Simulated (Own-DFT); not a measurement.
# Bulk modulus against bond length in tetrahedral crystals

Source: density functional calculations with Own-DFT, an unreviewed in-house program that is no longer used. Nothing was measured or relaxed, and spin and spin-orbit coupling are left out.

Keep in mind (not all hold for every row): forces on such cells moved up to 12 meV/angstrom on a denser k mesh; forces not confirmed at this smearing and k mesh; k mesh not checked against a denser one; forces on such cells passed a denser k mesh, each cell not checked; stress not checked against mesh or cutoff.

All runs are PBE with PseudoDojo norm-conserving files; cutoff and k mesh are each material's own. Every cell starts from measured lattice constants and was given uniform random strains and small random moves of its atoms. Each triple is the change of volume in per cent, the rms move u in Å and the pressure in GPa.

- 3C SiC (C48Si48), 10.36 Å³/atom unstrained: (-2.90, 0.049, 12.84); (-1.93, 0.054, 10.36); (-1.02, 0.052, 7.47); (0.89, 0.051, 3.30); (2.09, 0.047, 1.35); (2.33, 0.052, 0.46); (2.39, 0.051, 0.88)
- wurtzite AlN (Al36N36), 10.45 Å³/atom unstrained: (-1.28, 0.051, 9.06); (-0.15, 0.050, 6.40); (1.11, 0.047, 3.05); (2.70, 0.047, 0.26); (2.72, 0.051, -0.17); (3.22, 0.052, -0.60); (3.32, 0.050, -1.20)
- wurtzite GaN (Ga36N36), 11.42 Å³/atom unstrained: (-2.21, 0.051, 12.57); (-0.77, 0.049, 9.39); (-0.60, 0.045, 8.50); (-0.29, 0.050, 7.96); (1.88, 0.051, 4.26); (2.73, 0.050, 2.89); (2.77, 0.049, 2.01)
- diamond silicon (Si64), 20.02 Å³/atom unstrained: withheld
- zincblende GaP (Ga32P32), 20.24 Å³/atom unstrained: (-2.69, 0.048, 6.12); (-2.45, 0.050, 5.59); (-2.09, 0.052, 5.43); (-2.02, 0.051, 5.36); (0.02, 0.052, 3.50); (0.50, 0.052, 2.94); (1.84, 0.049, 1.75)
- grey tin (Sn64), 34.15 Å³/atom unstrained: (-2.08, 0.053, 4.90); (-1.58, 0.051, 4.49); (-0.80, 0.049, 4.15); (-0.29, 0.049, 3.79); (-0.27, 0.052, 3.86); (-0.10, 0.045, 3.70); (1.35, 0.053, 3.16)

## Working it out

Fit a line to each set against the fractional change of volume; B is minus its slope, and u is nearly the same within a set. To take it to zero pressure, assume that B rises by 4 GPa for each GPa: B0 = B - 4 x (mean pressure). The bond length of an ideal tetrahedral crystal with the unstrained volume v is d = (√3/4)(8 v)^(1/3). Cohen's empirical rule reads B0 = (1971 - 220 L) d^(-3.5) GPa, with L = 0 for group IV crystals and SiC and 1 for III-V compounds.

```
                material  L  d (Å)  B (GPa)  mean P (GPa)  B0 (GPa)  rule (GPa)
        3C SiC (C48Si48)  0  1.888  226 ± 9           5.2   205 ± 9         213
  wurtzite AlN (Al36N36)  1  1.893  218 ± 8           2.4   209 ± 8         188
  wurtzite GaN (Ga36N36)  1  1.950  196 ± 9           6.8   169 ± 9         169
  diamond silicon (Si64)  0  2.352        ?             ?         ?          99
zincblende GaP (Ga32P32)  1  2.360   94 ± 2           4.4    76 ± 2          87
         grey tin (Sn64)  0  2.810   51 ± 3           4.0    35 ± 3          53
```

A line through ln[B0/(1971 - 220 L)] against ln d has a slope of -4.6 ± 0.2 and a scatter of 8 %. Against the rule, B0 stands at 96 % for 3C SiC, 111 % for wurtzite AlN, 100 % for wurtzite GaN, 88 % for zincblende GaP, 65 % for grey tin. PBE tends to make silicon and heavier crystals too soft, and the rule itself is only a guide.

## The run left out

Asked: what B0 does the fitted trend give for diamond silicon (Si64)?

The straight line predicts 81 GPa. Its own runs give B = 96 ± 2 GPa at a mean pressure of 3.2 GPa, so B0 = 84 GPa.
